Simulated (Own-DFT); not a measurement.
# Misfit strain and the stress it brings: wurtzite AlGaN with randomly placed atoms, 128 atoms (Al48Ga16N64)

Everything here is calculated. The program is Own-DFT (plane waves, in-house, since retired, never reviewed by a person); positions were held fixed, and spin and spin-orbit coupling were off.

Common settings: PBE; PseudoDojo norm-conserving scalar-relativistic files (stringent for Ga); cutoff 96 hartree; 3 x 3 x 3 k mesh centred on Gamma; Gaussian smearing of 0.01 eV.

Keep in mind: k mesh not checked against a denser one; stress not checked against mesh or cutoff.

Unstrained cell vectors in Å: (12.525, 0.000, 0.000); (-6.263, 10.847, 0.000); (0.000, 0.000, 10.066). The unstrained cell has measured lattice constants (interpolated for alloys), not those of this functional. That, the random moves and any unrelaxed bonds set the pressure at no strain. Each run strains x and y alike by e, as a substrate would, and holds the height along z. Each atom got a random Gaussian move of width 0.05 Å along each axis. The random placing of the alloy's atoms differs from row to row. Stress is positive in tension.

```
e (%)  u (Å)  (s_xx + s_yy)/2 (GPa)  s_zz (GPa)
-2.75  0.049                 -24.69       -9.73
-2.00  0.049                 -19.83       -8.40
-1.25  0.051                 -12.99       -9.31
-1.00  0.051                 -12.23       -8.49
-0.25  0.048                  -7.14       -7.32
 0.75  0.049                  -2.03       -5.67
 1.25  0.048                   0.44       -4.08
 1.75  0.054                      ?           ?
 2.00  0.052                   3.42       -3.52
 2.50  0.051                   5.76       -2.32
```

## Worked fit

With e as a fraction, the in-plane stress is -5.9 + 569 e - 4476 e² GPa (errors 9 and 646, scatter 0.48), and s_zz is -6.4 + 145 e GPa (slope ± 14, scatter 0.73). At e = 0 the first slope is C11 + C12 and the second 2 C13, both with the ions held to the strained lattice and at the cell's own pressure. The term in e² is negative: the layer stiffens under compression and softens under tension. A free layer would change its height as e changes, and the in-plane slope would drop by 2 C13²/C33 to the biaxial modulus. At fixed height, a misfit of 1 % moves the in-plane stress by about 5.7 GPa and s_zz by 1.5 GPa.

## The run left out

Asked: what are the two stresses at e = 1.75 %?

From the fit: 2.7 and -3.9 GPa. The hidden result is 2.09 and -3.73 GPa.
